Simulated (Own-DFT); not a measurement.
# Response to strain: 2H SiC, 72 atoms (C36Si36)

These are calculations, not measurements. They come from Own-DFT, an in-house plane-wave density functional program, since retired, whose code no person has reviewed. Each row is one single-point run on a periodic cell that was not relaxed, without spin or spin-orbit coupling.

Settings of every run: PBE; PseudoDojo norm-conserving scalar-relativistic files; cutoff 42 hartree; 4 x 4 x 3 k mesh centred on Gamma; Fermi-Dirac smearing of 0.1 eV.

Known limits: forces on such cells passed a denser k mesh, each cell not checked; stress not checked against mesh or cutoff.

Unstrained cell vectors in Å: (9.248, 0.000, 0.000); (-4.624, 8.009, 0.000); (0.000, 0.000, 10.068). The unstrained cell has measured lattice constants (interpolated for alloys), not those of this functional. That, the random moves and any unrelaxed bonds set the pressure at no strain. Each run strains this cell uniformly, with the atoms carried along. Every atom was also moved at random, by a Gaussian of width 0.05 Å on each axis. Strain is the symmetric tensor, in per cent. Stress is positive in tension, and the pressure is minus a third of its trace.

| run | e_xx (%) | e_yy (%) | e_zz (%) | e_yz (%) | e_xz (%) | e_xy (%) | s_xx (GPa) | s_yy (GPa) | s_zz (GPa) | s_yz (GPa) | s_xz (GPa) | s_xy (GPa) | P (GPa) | E (meV/atom) |
|---|---|---|---|---|---|---|---|---|---|---|---|---|---|---|
| 1 | -0.12 | 0.59 | 0.02 | -1.12 | -1.28 | 1.46 | -7.22 | -0.10 | -6.72 | -3.39 | -3.61 | 7.93 | 4.68 | 22.6 |
| 2 | 0.80 | -1.91 | 1.22 | -1.17 | 1.63 | -0.24 | 0.07 | -14.67 | -2.07 | -3.87 | 6.05 | -0.97 | 5.56 | 22.6 |
| 3 | -1.46 | 1.39 | -0.18 | -0.83 | -1.34 | 1.95 | -14.03 | 2.07 | -9.65 | -2.76 | -5.48 | 9.98 | 7.20 | 43.7 |
| 4 | 1.47 | -1.28 | -1.15 | -1.49 | 0.93 | 1.62 | 1.43 | -10.06 | -16.84 | -3.49 | 2.78 | 7.83 | 8.49 | 39.3 |
| 5 | -0.59 | -0.07 | 0.44 | 0.73 | 1.17 | -1.06 | -5.37 | -6.20 | -6.22 | 1.90 | 4.33 | -3.95 | 5.93 | 14.1 |
| 6 | -0.31 | -0.84 | -0.06 | -1.90 | -1.07 | 0.06 | -7.63 | -9.71 | -7.64 | -6.99 | -3.09 | 0.54 | 8.33 | 14.5 |
| 7 | 1.01 | 0.14 | -1.82 | 1.51 | 1.07 | -1.27 | -0.78 | -4.77 | -15.30 | 4.59 | 2.55 | -5.85 | 6.95 | 25.3 |
| 8 | -0.75 | -0.81 | -0.45 | 1.32 | 0.60 | -0.12 | -11.13 | -8.78 | -8.97 | 4.68 | 2.73 | 0.17 | 9.62 | 0.8 |
| 9 | 0.14 | 0.01 | 1.68 | -0.01 | 1.12 | -0.29 | -3.29 | -3.32 | 2.25 | 0.17 | 2.24 | -1.59 | 1.45 | 8.0 |
| 10 | -1.32 | 0.26 | 1.85 | -0.44 | -1.37 | 0.81 | -8.74 | -3.43 | 2.04 | -0.62 | -4.63 | 4.31 | 3.38 | 2.0 |
| 11 | -1.81 | -1.42 | -1.50 | 0.20 | -1.26 | 0.04 | -14.96 | -18.20 | -16.88 | 1.15 | -3.06 | -0.97 | 16.68 | 29.2 |
| 12 | -1.22 | 1.43 | -0.84 | 0.38 | -0.84 | 1.26 | -9.69 | 2.50 | -13.13 | 1.28 | -3.76 | 3.14 | 6.77 | 14.4 |
| 13 | 1.86 | 0.86 | 0.72 | 1.73 | -0.53 | 1.77 | 6.46 | -0.15 | -2.14 | 6.40 | -1.68 | 8.04 | -1.39 | 19.6 |
| 14 | 0.51 | -1.43 | -0.06 | -0.11 | -0.62 | -1.89 | -4.59 | -13.75 | -7.69 | -0.41 | -1.97 | -9.63 | 8.67 | 49.5 |
| 15 | -0.15 | 0.91 | -0.23 | 1.79 | -1.18 | 0.49 | -4.37 | 0.71 | -8.20 | 6.11 | -4.07 | 1.95 | 3.95 | 0.0 |
| 16 | 1.33 | -0.56 | -0.15 | 1.41 | 0.89 | 1.96 | 1.62 | -8.22 | -8.01 | 4.05 | 3.24 | 9.00 | 4.87 | 26.4 |
| 17 | -1.66 | -1.04 | 0.81 | 0.28 | 1.60 | -1.18 | ? | ? | ? | ? | ? | ? | ? | ? |

E is the free energy for each atom above the lowest run shown.

## Worked fit

Each stress component was fitted by least squares to a constant and the strains of the runs shown, as fractions, with shears doubled. Shear strains stay in the fit of a normal stress only where such slopes are resolved. The slopes, in GPa:

| stress | at no strain | per e_xx | per e_yy | per e_zz | scatter |
|---|---|---|---|---|---|
| s_xx | -4.8 | 514 ± 36 | 52 ± 38 | 88 ± 37 | 1.51 |
| s_yy | -4.9 | 78 ± 33 | 594 ± 35 | 60 ± 35 | 1.40 |
| s_zz | -7.6 | 37 ± 31 | 43 ± 33 | 547 ± 32 | 1.31 |

Each shear stress against twice its own strain: yz 166 ± 8, xz 152 ± 10, xy 234 ± 15 GPa. These are stiffnesses along x, y and z of the frame in which the cell vectors are given, which need not be the crystal's axes. The atoms are held to the strained lattice; where symmetry lets them move under strain, relaxing them would lower some slopes. The table should be nearly symmetric about its diagonal, and what it lacks of that shows the noise. A ninth of its sum, 224 ± 8 GPa, estimates the bulk modulus near the mean pressure of these runs, 6.3 GPa, so it lies above the value at zero pressure.

## Withheld run

Question: what normal stresses and pressure should run 17 give?

The fit gives s_xx = -13.2, s_yy = -11.9, s_zz = -4.2 and P = 9.8 GPa. The calculation gave -14.52, -10.73, -5.06 and P = 10.10 GPa.
